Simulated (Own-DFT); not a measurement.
# One host, several defects: C11b WSi2

Source: density functional calculations with Own-DFT, an unreviewed in-house program that is no longer used. Nothing was measured or relaxed, and spin and spin-orbit coupling are left out.

Method: PBE; PseudoDojo norm-conserving scalar-relativistic files; cutoff 50 hartree; 5 x 5 x 5 k mesh centred on Gamma; cold (Marzari-Vanderbilt) smearing of 0.2 eV.

Known weak points: forces on such cells failed a check on a denser k mesh; stress not checked against mesh or cutoff.

All runs share one cell, with vectors in Å (-2.148, -5.953, 3.409); (-6.444, 2.976, 1.136); (-2.553, -2.948, -6.757) and a volume of 403.2 Å³. u is the rms random offset of the atoms per axis. The defect's site can differ from row to row.

| cell | formula | u (Å) | P (GPa) |
|---|---|---|---|
| no defect | Si20W10 | 0.0206 | 4.62 |
| no defect | Si20W10 | 0.0437 | 5.98 |
| no defect | Si20W10 | 0.0537 | 5.66 |
| one W on a Si site | Si19W11 | 0.0279 | 9.60 |
| one W on a Si site | Si19W11 | 0.0475 | 10.10 |
| one W on a Si site | Si19W11 | 0.0524 | 11.09 |
| one Si on a W site | Si21W9 | 0.0263 | 6.44 |
| one Si on a W site | Si21W9 | 0.0284 | 5.89 |
| one Si on a W site | Si21W9 | 0.0459 | 6.98 |
| one Si vacancy | Si19W10 | 0.0323 | ? |
| one Si vacancy | Si19W10 | 0.0333 | 3.32 |
| one Si vacancy | Si19W10 | 0.0466 | 4.25 |
| one Si vacancy | Si19W10 | 0.0533 | 5.60 |

## Analysis

P = P0 + c u² + a shift for each defect gives P0 = 4.22 GPa, c = 689 ± 171 GPa/Å² and a scatter of 0.48 GPa. The shifts, and each times the cell's volume:

- one W on a Si site: 4.71 ± 0.39 GPa, 11.9 eV
- one Si on a W site: 1.39 ± 0.40 GPa, 3.5 eV
- one Si vacancy: -1.24 ± 0.40 GPa, -3.1 eV

Positive is outwards. The product with the volume (160.2 GPa Å³ to the eV) is nearly free of the cell's size; divided by the bulk modulus at the cell's pressure it gives the volume that the defect adds. The atoms around the defects weren't relaxed, which would change these numbers.

## Withheld run

The question: what pressure belongs in the blank (one Si vacancy, u = 0.0323 Å)?

The fitted form gives 3.70 ± 0.58 GPa. The calculation gave 3.12 GPa.
